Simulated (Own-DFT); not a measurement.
# How strain changes the stress of 3C SiC, 64 atoms (C32Si32)

All numbers below are calculated, not measured. The program, named Own-DFT, is a retired in-house plane-wave density functional code that no person has reviewed. Each row is one single-point run on a periodic cell that was not relaxed, without spin or spin-orbit coupling.

Settings of every run: PBE; PseudoDojo norm-conserving scalar-relativistic files; cutoff 42 hartree; 4 x 4 x 4 k mesh centred on Gamma; Fermi-Dirac smearing of 0.1 eV.

Known limits: forces on such cells passed a denser k mesh, each cell not checked; stress not checked against mesh or cutoff.

Unstrained cell vectors in Å: (8.719, 0.000, 0.000); (0.000, 8.719, 0.000); (0.000, 0.000, 8.719). The unstrained cell has measured lattice constants (interpolated for alloys), not those of this functional. That, the random moves and any unrelaxed bonds set the pressure at no strain. Each run strains this cell uniformly, with the atoms carried along. Every atom was also moved at random, by a Gaussian of width 0.05 Å on each axis. Strain is the symmetric tensor, in per cent. Stress is positive in tension, and the pressure is minus a third of its trace.

```
run  e_xx (%)  e_yy (%)  e_zz (%)  e_yz (%)  e_xz (%)  e_xy (%)  s_xx (GPa)  s_yy (GPa)  s_zz (GPa)  s_yz (GPa)  s_xz (GPa)  s_xy (GPa)  P (GPa)  E (meV/atom)
  1     -1.29      0.09      0.34      0.50     -0.88      0.05      -10.40       -6.89       -5.78        1.21       -6.68        1.24     7.69          13.4
  2      0.17      2.00     -1.07     -0.60      1.10     -0.80       -4.25        0.60       -7.35       -2.07        7.29       -3.54     3.67          26.1
  3     -1.45      0.66     -0.78      1.61      0.42     -0.29      -12.00       -6.71      -10.52        8.80        2.56       -0.86     9.74          30.2
  4      0.07     -0.33     -1.23     -0.33     -1.34      0.18       -7.67       -8.60      -11.33       -2.00       -9.07        0.55     9.20          22.3
  5      0.90     -1.84      0.22     -0.98      1.95     -1.59       -4.62      -11.36       -6.37       -4.62       11.30       -9.09     7.45          16.0
  6     -0.54     -1.87     -0.36     -0.75      0.85      0.54      -11.73      -15.08      -11.10       -7.15        5.39        5.70    12.64          39.2
  7      1.14     -1.94      1.65     -1.98      0.79      0.89       -1.48       -8.57       -0.03      -10.01        4.70        4.93     3.36           8.5
  8     -1.88     -0.82      1.69      0.06      1.47      0.98      -11.48       -9.35       -2.53        1.02        8.08        5.60     7.79          11.1
  9      0.38     -0.56      1.72      1.51     -0.94      1.31       -2.41       -4.06        0.75        6.26       -3.62        7.35     1.91           5.8
 10     -1.34     -0.01      0.00      0.20      1.52      1.51      -11.43       -8.28       -7.31       -1.21       10.25        8.63     9.01          24.7
 11     -1.77     -0.31      0.43     -0.78      0.36     -0.86      -12.30       -9.69       -6.94       -5.80        0.94       -4.91     9.64          19.7
 12     -0.92      0.16      0.13      1.05     -1.49      1.17       -8.68       -6.33       -6.09        4.69       -8.07        7.00     7.04          11.2
 13      1.46      1.21      1.24     -0.24      0.38     -0.84        3.36        2.27        2.30       -2.00        0.40       -4.58    -2.64           3.8
 14     -0.50      0.68      1.10      0.76     -1.50     -0.20       -5.27       -2.05       -0.53        3.67       -9.01       -0.13     2.62           0.0
 15     -1.00      0.81     -1.76     -1.27      1.00     -0.17      -10.87       -6.57      -13.68       -9.69        5.70       -0.87    10.37          18.1
 16     -1.56     -0.77      0.11     -0.34      1.93      1.66      -13.13      -11.11       -9.00       -3.23       11.38       10.97    11.08          28.8
 17      1.98     -1.03     -0.50     -1.59      0.57     -1.56        0.64       -7.04       -6.10       -8.06        1.45       -9.03     4.16           1.6
 18     -1.94      0.14      0.75     -0.71     -0.89      0.17           ?           ?           ?           ?           ?           ?        ?             ?
```

E is the free energy for each atom above the lowest run shown.

## Worked fit

Each stress component was fitted by least squares to a constant and the strains of the runs shown, as fractions, with shears doubled. Shear strains stay in the fit of a normal stress only where such slopes are resolved. The slopes, in GPa:

```
stress  at no strain  per e_xx  per e_yy  per e_zz  scatter
  s_xx          -5.8   400 ± 8   138 ± 9  149 ± 10     0.39
  s_yy          -5.8   163 ± 9  386 ± 11  151 ± 11     0.44
  s_zz          -5.9   137 ± 8   137 ± 9  416 ± 10     0.39
```

Each shear stress against twice its own strain: yz 276 ± 26, xz 311 ± 12, xy 287 ± 14 GPa. These are stiffnesses along x, y and z of the frame in which the cell vectors are given, which need not be the crystal's axes. The atoms are held to the strained lattice; where symmetry lets them move under strain, relaxing them would lower some slopes. The table should be nearly symmetric about its diagonal, and what it lacks of that shows the noise. A ninth of its sum, 231 ± 5 GPa, estimates the bulk modulus near the mean pressure of these runs, 6.7 GPa, so it lies above the value at zero pressure.

## Withheld run

Question: what normal stresses and pressure should run 18 give?

The fit gives s_xx = -12.2, s_yy = -7.3, s_zz = -5.3 and P = 8.3 GPa. The calculation gave -12.20, -7.29, -5.97 and P = 8.49 GPa.
